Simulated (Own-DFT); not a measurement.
# How strain changes the stress of diamond-structure SiGeSn with randomly placed atoms, 64 atoms (Ge44Si16Sn4)

These are calculations, not measurements. They come from Own-DFT, an in-house plane-wave density functional program, since retired, whose code no person has reviewed. Each row is one single-point run on a periodic cell that was not relaxed, without spin or spin-orbit coupling.

Settings of every run: PBE; PseudoDojo norm-conserving scalar-relativistic files; cutoff 49 hartree; 3 x 3 x 3 k mesh centred on Gamma; Fermi-Dirac smearing of 0.1 eV.

Known limits: forces on such cells moved up to 12 meV/angstrom on a denser k mesh; stress not checked against mesh or cutoff.

Unstrained cell vectors in Å: (11.306, 0.000, 0.000); (0.000, 11.306, 0.000); (0.000, 0.000, 11.306). The unstrained cell has measured lattice constants (interpolated for alloys), not those of this functional. That, the random moves and any unrelaxed bonds set the pressure at no strain. Each run strains this cell uniformly, with the atoms carried along. Every atom was also moved at random, by a Gaussian of width 0.05 Å on each axis. The random placing of the alloy's atoms differs from row to row. Strain is the symmetric tensor, in per cent. Stress is positive in tension, and the pressure is minus a third of its trace.

```
run  e_xx (%)  e_yy (%)  e_zz (%)  s_xx (GPa)  s_yy (GPa)  s_zz (GPa)  P (GPa)  E (meV/atom)
  1      2.00      2.00      0.00       -0.91       -0.79       -2.19     1.30           0.0
  2     -2.50     -2.50      0.00       -9.80       -9.67       -7.96     9.14          80.0
  3      0.75      0.75      0.00       -3.06       -3.08       -3.54     3.22          14.3
  4      1.25      1.25      0.00       -2.22       -2.19       -3.00     2.47          11.8
  5     -1.50     -1.50      0.00       -7.14       -7.20       -6.06     6.80          33.6
  6     -1.75     -1.75      0.00       -7.72       -7.85       -6.54     7.37          42.9
  7     -0.25     -0.25      0.00       -4.79       -4.96       -4.68     4.81          28.8
  8      1.50      1.50      0.00       -1.66       -1.70       -2.82     2.06           7.5
  9      1.75      1.75      0.00           ?           ?           ?        ?             ?
```

E is the free energy for each atom above the lowest run shown.

## Worked fit

The change of volume is close to e_xx + e_yy + e_zz. A straight line through the runs shown gives P = 4.56 - 84 x (fractional change of volume) GPa, with an error of 3 on the slope and a scatter of 0.23 GPa. The strain isn't the same on all axes, but the crystal is cubic, so the slope still estimates the bulk modulus, averaged over pressures from 1.3 to 9.1 GPa.

## Withheld run

Question: what pressure should run 9 give? Its volume changes by 3.53 %.

The line gives 1.6 GPa. The calculation gave 1.68 GPa.
